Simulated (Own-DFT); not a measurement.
# Biaxial strain at fixed height in wurtzite AlGaN with randomly placed atoms, 72 atoms (Al9Ga27N36)

Source: density functional calculations with Own-DFT, an unreviewed in-house program that is no longer used. Nothing was measured or relaxed, and spin and spin-orbit coupling are left out.

All runs used: PBE; PseudoDojo norm-conserving scalar-relativistic files; cutoff 42 hartree; 4 x 4 x 3 k mesh centred on Gamma; Fermi-Dirac smearing of 0.1 eV.

Known weak points: forces on such cells passed a denser k mesh, each cell not checked; stress not checked against mesh or cutoff.

Unstrained cell vectors in Å: (9.509, 0.000, 0.000); (-4.755, 8.235, 0.000); (0.000, 0.000, 10.268). The unstrained cell has measured lattice constants (interpolated for alloys), not those of this functional. That, the random moves and any unrelaxed bonds set the pressure at no strain. Each run strains x and y alike by e, as a substrate would, and holds the height along z. Random moves of width 0.05 Å per axis were added to every atom. The random placing of the alloy's atoms differs from row to row. Stress is positive in tension.

```
e (%),u (Å),(s_xx + s_yy)/2 (GPa),s_zz (GPa)
-2.25,0.048,-21.46,-10.53
-1.50,0.050,-16.44,-11.27
-1.25,0.050,?,?
0.75,0.051,-2.91,-8.84
1.00,0.051,-2.10,-6.23
1.50,0.050,0.76,-6.94
1.75,0.054,1.88,-7.35
2.50,0.054,5.01,-6.70
2.75,0.049,5.89,-5.20
3.00,0.049,7.28,-4.29
```

## Analysis

With e as a fraction, the in-plane stress is -7.2 + 567 e - 3042 e² GPa (errors 4 and 258, scatter 0.19), and s_zz is -8.7 + 117 e GPa (slope ± 18, scatter 0.95). At e = 0 the first slope is C11 + C12 and the second 2 C13, both with the ions held to the strained lattice and at the cell's own pressure. The term in e² is negative: the layer stiffens under compression and softens under tension. A free layer would change its height as e changes, and the in-plane slope would drop by 2 C13²/C33 to the biaxial modulus. At fixed height, a misfit of 1 % moves the in-plane stress by about 5.7 GPa and s_zz by 1.2 GPa.

## Test on the hidden row

Q: what are the two stresses at e = -1.25 %?

Estimate: -14.8 and -10.2 GPa. The hidden result is -14.27 and -9.93 GPa.
